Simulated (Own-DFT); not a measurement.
# Misfit strain and the stress it brings: diamond-structure GeSn with randomly placed atoms, 64 atoms (Ge60Sn4)

Calculated, not measured: single-point runs of Own-DFT, a retired in-house plane-wave DFT program that no person has reviewed, on unrelaxed cells, without spin or spin-orbit coupling.

Settings: PBE; PseudoDojo norm-conserving scalar-relativistic files; cutoff 49 hartree; 3 x 3 x 3 k mesh centred on Gamma; Fermi-Dirac smearing of 0.1 eV.

Caveats: forces on such cells moved up to 12 meV/angstrom on a denser k mesh; stress not checked against mesh or cutoff.

Unstrained cell vectors in Å: (11.420, 0.000, 0.000); (0.000, 11.420, 0.000); (0.000, 0.000, 11.420). The unstrained cell has measured lattice constants (interpolated for alloys), not those of this functional. That, the random moves and any unrelaxed bonds set the pressure at no strain. Each run strains x and y alike by e, as a substrate would, and holds the height along z. Each atom got a random Gaussian move of width 0.05 Å along each axis. The random placing of the alloy's atoms differs from row to row. Stress is positive in tension.

```
e (%)  u (Å)  (s_xx + s_yy)/2 (GPa)  s_zz (GPa)
-2.75  0.049                 -10.48       -8.36
-1.50  0.054                  -7.92       -6.75
-1.25  0.046                  -7.30       -6.63
-0.50  0.050                  -5.84       -5.62
 0.25  0.049                  -4.59       -4.69
 0.50  0.052                  -3.96       -4.31
 1.50  0.052                      ?           ?
 2.00  0.049                  -1.79       -2.86
 2.25  0.046                  -1.11       -2.35
 2.75  0.049                  -0.61       -2.11
```

## Fit

With e as a fraction, the in-plane stress is -4.9 + 181 e - 777 e² GPa (errors 2 and 136, scatter 0.11), and s_zz is -5.0 + 116 e - 290 e² GPa (slope ± 2, scatter 0.12). At e = 0 the first slope is C11 + C12 and the second 2 C12, both with the ions held to the strained lattice and at the cell's own pressure. The term in e² is negative: the layer stiffens under compression and softens under tension. A free layer would change its height as e changes, and the in-plane slope would drop by 2 C12²/C11 to the biaxial modulus. At fixed height, a misfit of 1 % moves the in-plane stress by about 1.8 GPa and s_zz by 1.2 GPa.

## The run left out

Q: what are the two stresses at e = 1.50 %?

From the fit: -2.4 and -3.3 GPa. Computed: -2.52 and -3.34 GPa.
